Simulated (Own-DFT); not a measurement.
# Computed records: AlGa3N4 (wurtzite random alloy, atoms displaced)

All values are calculated (Own-DFT development build). A calculation, not a measurement: plane-wave density functional theory by an unreviewed code, no spin, of a simulated periodic cell, stress positive in tension, run twice, with PBE and with PBEsol, both on files made for PBE, so the change isn't that of files made for PBEsol, forces on such cells passed a denser k mesh, this cell's mesh not checked; the far tail of each file's local potential was reset to the Coulomb form; each entry is a single point on an unrelaxed cell, so the pressure reflects the starting lattice, mostly measured values (interpolated for alloys), from which strain is counted, and rises with the displacements; printed positions are rounded, which can move forces by about a meV/angstrom; the program, named Own-DFT, is a retired in-house code; no spin-orbit coupling; stress was not checked against mesh or cutoff.

Common to all runs: functional PBE, then PBEsol; potential files PseudoDojo norm-conserving, scalar-relativistic, standard set; wave cutoff 42 hartree; occupations Fermi-Dirac; smearing width 0.1 eV; k mesh 4 x 4 x 3 centred on Gamma.

(1) AlGa3N4 (wurtzite random alloy, atoms displaced)

```
AlGa3N4
1.0
      9.5092     0.0000     0.0000
     -4.7546     8.2353     0.0000
      0.0000     0.0000    10.2685
Al N Al N Ga N Ga Al N Ga Al N Ga N Ga N Ga N Ga N Al Ga N Ga N Ga N Ga Al N Ga N Ga Al N Ga N Ga N Ga N
2 2 2 2 2 2 1 1 2 1 1 2 2 2 2 2 2 2 2 2 1 1 2 2 2 2 2 1 1 2 2 2 1 1 2 2 2 2 2 2 2
Direct
  0.11072 0.21919 0.99611
  0.24372 0.12340 0.26024
  0.09959 0.22592 0.18295
  0.23675 0.12445 0.43429
  0.12927 0.24178 0.48376
  0.21961 0.11267 0.74328
  0.09565 0.20899 0.69368
  0.23211 0.13204 0.94685
  0.10786 0.55388 0.00677
  0.21021 0.44761 0.24946
  0.10944 0.55846 0.19673
  0.20090 0.44845 0.44130
  0.10780 0.55163 0.49251
  0.21305 0.43712 0.74946
  0.11198 0.55869 0.67968
  0.22033 0.45780 0.93336
  0.12887 0.91804 0.01055
  0.22542 0.79133 0.25292
  0.11489 0.89357 0.19158
  0.21614 0.79089 0.42389
  0.10347 0.89600 0.51380
  0.21606 0.78589 0.74622
  0.11058 0.90197 0.67839
  0.22446 0.79581 0.94611
  0.43818 0.22169 0.99703
  0.58175 0.13378 0.25784
  0.44275 0.23323 0.17993
  0.56621 0.10320 0.43318
  0.44954 0.23052 0.50962
  0.55797 0.11763 0.74492
  0.43817 0.22155 0.69222
  0.55168 0.10638 0.94212
  0.43328 0.56351 0.00348
  0.55420 0.44177 0.26345
  0.44903 0.54167 0.19183
  0.56703 0.46704 0.44231
  0.45051 0.55579 0.50094
  0.54314 0.45491 0.75648
  0.43577 0.54814 0.70183
  0.55671 0.44042 0.93002
  0.43336 0.89306 0.00228
  0.54499 0.77403 0.24927
  0.41504 0.86724 0.19203
  0.55126 0.75923 0.44164
  0.46560 0.87928 0.50988
  0.55600 0.78865 0.74419
  0.43579 0.88104 0.68832
  0.55619 0.78326 0.92318
  0.78373 0.23323 0.99413
  0.89691 0.12612 0.25544
  0.77320 0.24422 0.17810
  0.87969 0.10063 0.44814
  0.78375 0.22893 0.50348
  0.91353 0.11763 0.76149
  0.77633 0.23230 0.68375
  0.87728 0.09396 0.93730
  0.76793 0.54150 0.99688
  0.88256 0.44765 0.26129
  0.77899 0.55188 0.19725
  0.88260 0.44250 0.44358
  0.76483 0.54362 0.49506
  0.88942 0.44619 0.75968
  0.77653 0.55564 0.69338
  0.88786 0.45961 0.93969
  0.78198 0.90424 0.99158
  0.89612 0.77994 0.26033
  0.77202 0.88523 0.19508
  0.88226 0.76419 0.43936
  0.79465 0.89527 0.49512
  0.89168 0.78029 0.74054
  0.76327 0.89762 0.69297
  0.88177 0.76661 0.94135
```

| Item | Value |
| --- | --- |
| PBE pressure | 11.31 GPa |
| PBE stress xx | -12.4 GPa |
| PBE stress yy | -8.78 GPa |
| PBE stress zz | -12.74 GPa |
| PBE stress yz | 1.84 GPa |
| PBE stress xz | 1.42 GPa |
| PBE stress xy | -0.61 GPa |
| PBEsol pressure | 6.39 GPa |
| PBEsol stress xx | -7.48 GPa |
| PBEsol stress yy | -3.92 GPa |
| PBEsol stress zz | -7.76 GPa |
| PBEsol stress yz | 1.79 GPa |
| PBEsol stress xz | 1.42 GPa |
| PBEsol stress xy | -0.59 GPa |
| rms change of force components from PBE to PBEsol | 0.087 eV/Å |

Force:
```tsv
force element	PBE force x (eV/Å)	PBE force y (eV/Å)	PBE force z (eV/Å)	PBEsol force x (eV/Å)	PBEsol force y (eV/Å)	PBEsol force z (eV/Å)
Al	-1.577	1.506	1.161	-1.61	1.523	1.15
Al	-1.568	-1.414	-2.769	-1.591	-1.407	-2.789
N	1.523	-0.434	0.488	1.558	-0.28	0.537
N	-1.67	0.603	1.482	-1.514	0.541	1.63
Al	-1.449	-3	1.679	-1.455	-3.033	1.698
Al	0.207	0.636	1.331	0.207	0.621	1.358
N	6.311	4.661	-3.454	6.022	4.489	-3.339
N	-2.235	-1.538	-3.333	-1.978	-1.607	-3.203
Ga	-1.036	1.864	0.23	-1.003	1.815	0.227
Ga	2.132	-0.13	-0.395	2.058	-0.121	-0.399
N	-2.012	0.735	-0.266	-1.835	0.648	-0.342
N	6.337	-1.847	-1.37	6.07	-1.634	-1.435
Ga	-4.152	4.48	1.557	-4.067	4.356	1.539
Al	-0.335	1.386	-0.414	-0.354	1.361	-0.415
N	0.265	-0.392	1.751	0.147	-0.32	1.669
N	-0.15	-2.763	-0.115	-0.153	-2.577	0.03
Ga	-1.638	-3.085	-0.746	-1.571	-3.03	-0.713
Al	-2.54	-2.241	-0.246	-2.577	-2.281	-0.282
N	-0.053	1.77	1.309	-0.186	1.702	1.178
N	0.645	-0.732	3.81	0.602	-0.737	3.95
Ga	1.689	-1.08	-7.086	1.672	-1.087	-6.914
Ga	0.676	-1.196	0.998	0.676	-1.168	0.954
N	0.414	0.454	5.505	0.389	0.259	5.306
N	-1.3	-1.918	-1.977	-1.253	-1.847	-1.923
Ga	2.894	1.858	0.199	2.826	1.824	0.207
Ga	-3.288	-2.622	-1.684	-3.201	-2.534	-1.644
N	0.987	-1.126	2.373	1.107	-0.993	2.255
N	-1.241	0.726	2.368	-1.185	0.744	2.305
Ga	1.233	-0.526	-1.074	1.193	-0.528	-1.032
Ga	0.317	-0.831	1.108	0.312	-0.799	1.085
N	-0.69	0.044	0.132	-0.523	0.126	0.052
N	0.228	1.707	-1.057	0.209	1.671	-1.039
Ga	2.398	0.381	-0.51	2.335	0.367	-0.509
Ga	1.169	0.392	-2.561	1.144	0.405	-2.529
N	-3.095	1.412	-0.342	-3.045	1.402	-0.334
N	-3.086	-3.917	0.253	-2.814	-3.926	0.155
Al	-1.992	-0.325	1.715	-2.029	-0.362	1.736
Ga	3.899	-1.172	-0.757	3.822	-1.139	-0.715
N	-3.132	1.157	-3.686	-2.905	1.191	-3.544
N	-1.455	-0.067	2.635	-1.408	-0.074	2.568
Ga	2.636	-0.567	0.536	2.559	-0.548	0.513
Ga	0.623	-0.151	-0.223	0.626	-0.154	-0.212
N	4.304	2.954	-1.425	4.473	2.975	-1.52
N	0.725	1.125	-0.385	0.682	1.331	-0.445
Ga	-3.213	0.858	-2.141	-3.126	0.85	-2.085
Ga	-0.508	-2.21	0.932	-0.493	-2.141	0.945
N	-0.988	1.813	0.093	-0.933	1.771	0.069
N	-0.734	-0.307	3.418	-0.718	-0.304	3.344
Ga	-0.747	-1.04	-0.191	-0.77	-1.021	-0.158
Al	-1.274	-2.301	-0.576	-1.323	-2.291	-0.562
N	3.659	-0.241	1.185	3.479	-0.352	1.084
N	1.889	4.365	-2.684	1.769	4.199	-2.534
Ga	0.157	-1.076	0.103	0.14	-1.058	0.122
Ga	-7.299	-3.543	-0.501	-7.148	-3.5	-0.497
N	0.956	-0.611	2.075	0.908	-0.583	2.027
N	1.04	8.352	-0.136	0.943	8.108	-0.195
Ga	-2.188	2.811	2.144	-2.128	2.751	2.07
Al	0.993	0.873	-1.387	1.015	0.857	-1.368
N	-0.371	0.354	-0.266	-0.516	0.426	-0.307
N	0.321	-0.012	-1.576	0.314	-0.024	-1.382
Ga	3.438	2.139	3.242	3.364	2.099	3.168
Ga	-0.248	0.698	-2.438	-0.273	0.687	-2.397
N	-0.62	-0.138	-1.181	-0.606	-0.117	-1.155
N	3.352	-2.219	-0.002	3.275	-2.194	-0.015
Ga	0.254	-8.319	3.172	0.235	-8.138	3.077
Ga	-0.879	-0.178	-2.729	-0.877	-0.189	-2.664
N	-0.076	1.939	-0.217	-0.077	1.796	-0.236
N	0.478	1.691	1.578	0.458	1.682	1.528
Ga	-1.597	-2.89	1.604	-1.586	-2.812	1.57
Ga	-1.913	-0.694	2.202	-1.864	-0.699	2.156
N	3.839	0.732	-1.834	3.768	0.703	-1.794
N	0.359	2.374	-0.632	0.336	2.328	-0.635
```

(2) AlGa3N4 (wurtzite random alloy, atoms displaced)

```
AlGa3N4
1.0
      9.5092     0.0000     0.0000
     -4.7546     8.2353     0.0000
      0.0000     0.0000    10.2685
Al Ga N Ga N Ga N Ga Al N Ga N Al N Ga N Ga N Ga N Al N Ga N Ga N Ga Al N Ga N Ga N Ga N Al N Ga N
1 1 2 2 2 2 2 1 1 2 2 2 2 2 2 2 2 2 2 2 2 2 2 2 2 2 1 1 2 2 2 2 2 2 2 2 2 2 2
Direct
  0.11815 0.21418 0.99765
  0.21853 0.10939 0.24807
  0.11133 0.21870 0.19316
  0.21768 0.11604 0.44449
  0.11562 0.23365 0.48920
  0.21055 0.11134 0.74215
  0.10228 0.21580 0.67865
  0.22237 0.10301 0.95767
  0.12447 0.56028 0.01150
  0.22451 0.44695 0.26183
  0.10230 0.54181 0.18136
  0.22308 0.43532 0.42682
  0.12045 0.56510 0.49560
  0.20694 0.42549 0.74775
  0.10949 0.55697 0.68733
  0.22864 0.43382 0.93412
  0.11347 0.88085 0.00285
  0.21890 0.77287 0.24613
  0.11492 0.88705 0.19832
  0.21950 0.78256 0.44637
  0.11554 0.88974 0.50516
  0.22767 0.77705 0.75195
  0.11682 0.89415 0.68298
  0.23004 0.80008 0.93126
  0.45074 0.22792 0.01065
  0.56150 0.12598 0.24851
  0.45600 0.22728 0.18911
  0.55429 0.09700 0.43481
  0.42589 0.21972 0.51318
  0.56554 0.11638 0.75221
  0.42373 0.20786 0.69266
  0.57476 0.12503 0.94843
  0.43437 0.56305 0.99733
  0.54995 0.44556 0.25925
  0.43695 0.56693 0.18906
  0.55376 0.45358 0.44124
  0.44459 0.54495 0.51906
  0.55761 0.46117 0.74827
  0.44558 0.54853 0.67192
  0.55664 0.42927 0.93734
  0.43046 0.88117 0.00014
  0.53968 0.77870 0.24361
  0.43275 0.88604 0.19271
  0.56721 0.78326 0.43214
  0.44742 0.87701 0.50401
  0.56621 0.78394 0.75114
  0.43992 0.88319 0.69035
  0.54428 0.75949 0.93025
  0.78043 0.21974 0.00527
  0.87543 0.10544 0.24292
  0.77861 0.20440 0.17488
  0.88352 0.11261 0.44497
  0.76653 0.21181 0.50931
  0.88565 0.11264 0.75407
  0.77185 0.21981 0.68811
  0.88817 0.13010 0.94474
  0.77235 0.55520 0.99455
  0.91336 0.44619 0.24918
  0.76755 0.54101 0.17699
  0.87578 0.44181 0.44503
  0.78508 0.55158 0.49598
  0.88648 0.44793 0.74800
  0.77325 0.56633 0.68135
  0.88395 0.43749 0.92925
  0.78290 0.88553 0.99260
  0.88450 0.77397 0.25301
  0.77880 0.89221 0.18410
  0.89589 0.77016 0.43842
  0.78070 0.90848 0.50197
  0.89914 0.76971 0.74978
  0.78679 0.90491 0.68286
  0.89615 0.77589 0.94539
```

| Quantity | Value |
| --- | --- |
| PBE pressure | 11.1 GPa |
| PBE stress xx | -9.82 GPa |
| PBE stress yy | -8.75 GPa |
| PBE stress zz | -14.74 GPa |
| PBE stress yz | 1.12 GPa |
| PBE stress xz | 0.71 GPa |
| PBE stress xy | -0.1 GPa |
| PBEsol pressure | 6.18 GPa |
| PBEsol stress xx | -4.91 GPa |
| PBEsol stress yy | -3.83 GPa |
| PBEsol stress zz | -9.79 GPa |
| PBEsol stress yz | 1.06 GPa |
| PBEsol stress xz | 0.66 GPa |
| PBEsol stress xy | -0.02 GPa |
| rms change of force components from PBE to PBEsol | 0.081 eV/Å |

Force:
```tsv
force element	PBE force x (eV/Å)	PBE force y (eV/Å)	PBE force z (eV/Å)	PBEsol force x (eV/Å)	PBEsol force y (eV/Å)	PBEsol force z (eV/Å)
Al	-1.608	0.584	1.457	-1.624	0.602	1.458
Ga	1.06	0.237	0.773	1.034	0.242	0.757
N	-1.545	0.399	-1.087	-1.392	0.434	-0.972
N	0.344	-2.01	-1.001	0.335	-1.815	-1.01
Ga	-1.401	-3.078	0.979	-1.363	-3.023	0.961
Ga	0.496	-0.876	2.14	0.512	-0.878	2.035
N	-0.547	1.522	0.987	-0.518	1.323	0.919
N	-0.531	0.796	-1.961	-0.361	0.677	-1.948
Ga	-1.222	-1.136	-5.328	-1.2	-1.13	-5.178
Ga	0.54	-0.958	-5.62	0.534	-0.938	-5.492
N	3.509	2.854	1.788	3.43	2.798	1.758
N	-0.057	3.666	5.606	-0.15	3.518	5.431
Ga	-0.849	-1.522	0.847	-0.851	-1.476	0.844
Al	0.153	1.839	-0.116	0.157	1.859	-0.123
N	1.391	-0.101	0.554	1.243	-0.175	0.442
N	-2.044	-0.629	-0.775	-1.977	-0.449	-0.637
Ga	-1.72	1.451	1.7	-1.653	1.431	1.648
Ga	-0.583	0.15	1.915	-0.56	0.182	1.86
N	-1.592	-0.997	-1.002	-1.437	-0.912	-1.031
N	1.027	-0.151	-1.334	1.173	-0.273	-1.362
Al	-1.485	0.28	-1.555	-1.496	0.302	-1.554
Al	-0.845	0.226	-1.274	-0.871	0.213	-1.273
N	0.73	-1.538	1.264	0.601	-1.439	1.397
N	0.937	-3.659	-0.659	0.927	-3.555	-0.427
Ga	0.267	-1.484	-1.708	0.283	-1.439	-1.654
Ga	1.557	-1.674	0.859	1.508	-1.645	0.833
N	-2.551	0.311	1.467	-2.487	0.302	1.42
N	-1.467	1.096	0.773	-1.405	1.073	0.758
Ga	2.487	0.439	-1.988	2.398	0.416	-1.934
Ga	-2.602	-1.044	1.329	-2.522	-1.021	1.294
N	2.392	2.621	1.02	2.315	2.483	0.931
N	-2.864	-3.023	-1.662	-2.798	-2.944	-1.63
Ga	2.622	-3.097	1.656	2.53	-3.016	1.616
Ga	0.392	0.662	-1.443	0.41	0.622	-1.413
N	0.899	-1.907	-0.902	0.861	-1.852	-0.874
N	0.387	-1.313	0.971	0.525	-1.37	0.862
Al	-0.314	1.692	-10.72	-0.362	1.704	-10.79
Al	1.054	-2.563	0.917	1.057	-2.565	0.926
N	-1.736	0.205	9.72	-1.753	0.316	9.827
N	-2.071	2.874	-2.195	-1.991	2.796	-2.002
Ga	2.695	2.726	0.44	2.603	2.66	0.44
Ga	2.628	1.149	1.349	2.554	1.113	1.331
N	0.083	1.149	-1.578	0.093	1.088	-1.555
N	-0.873	-2.053	1.101	-0.879	-1.897	1.061
Ga	-0.572	0.801	-0.844	-0.549	0.809	-0.834
Ga	-0.641	-0.35	-1.762	-0.653	-0.328	-1.716
N	0.561	0.279	0.759	0.717	0.355	0.666
N	1.082	4.145	0.733	0.971	3.986	0.677
Ga	-1.479	2.86	-1.766	-1.458	2.788	-1.734
Al	2.691	-0.489	1.492	2.709	-0.485	1.54
N	-1.376	2.058	4.638	-1.542	2.122	4.423
N	0.779	2.38	-2.931	0.754	2.31	-2.745
Ga	-0.218	0.886	-2.042	-0.201	0.853	-1.985
Ga	-0.041	0.874	0.388	-0.057	0.853	0.343
N	0.907	1.202	0.745	0.873	1.163	0.723
N	5.551	-3.94	-1.921	5.304	-3.804	-1.956
Ga	1.09	-1.292	0.285	1.073	-1.292	0.301
Ga	-6.632	-3.106	1.672	-6.491	-3.025	1.613
N	0.875	1.617	2.647	0.845	1.501	2.541
N	4.78	-2.028	-2.061	4.677	-1.967	-2.021
Ga	-3.719	2.025	0.427	-3.63	1.996	0.43
Ga	-0.14	-0.246	-0.416	-0.122	-0.248	-0.395
N	0.072	-2.166	1.121	0.224	-2.035	1.049
N	0.949	1.781	1.716	0.908	1.735	1.67
Al	-0.958	0.768	1.176	-0.991	0.768	1.143
Al	-0.013	-0.359	-0.415	-0.024	-0.379	-0.433
N	0.428	-1.06	-0.546	0.318	-1.121	-0.513
N	-0.449	1.87	-0.447	-0.52	1.734	-0.34
Ga	1.496	-3.402	-0.968	1.428	-3.301	-0.925
Ga	-0.956	2.162	0.03	-0.917	2.106	0.008
N	0.327	-2.166	2.12	0.286	-2.107	2.071
N	-1.539	0.78	-1.53	-1.362	0.671	-1.55
```
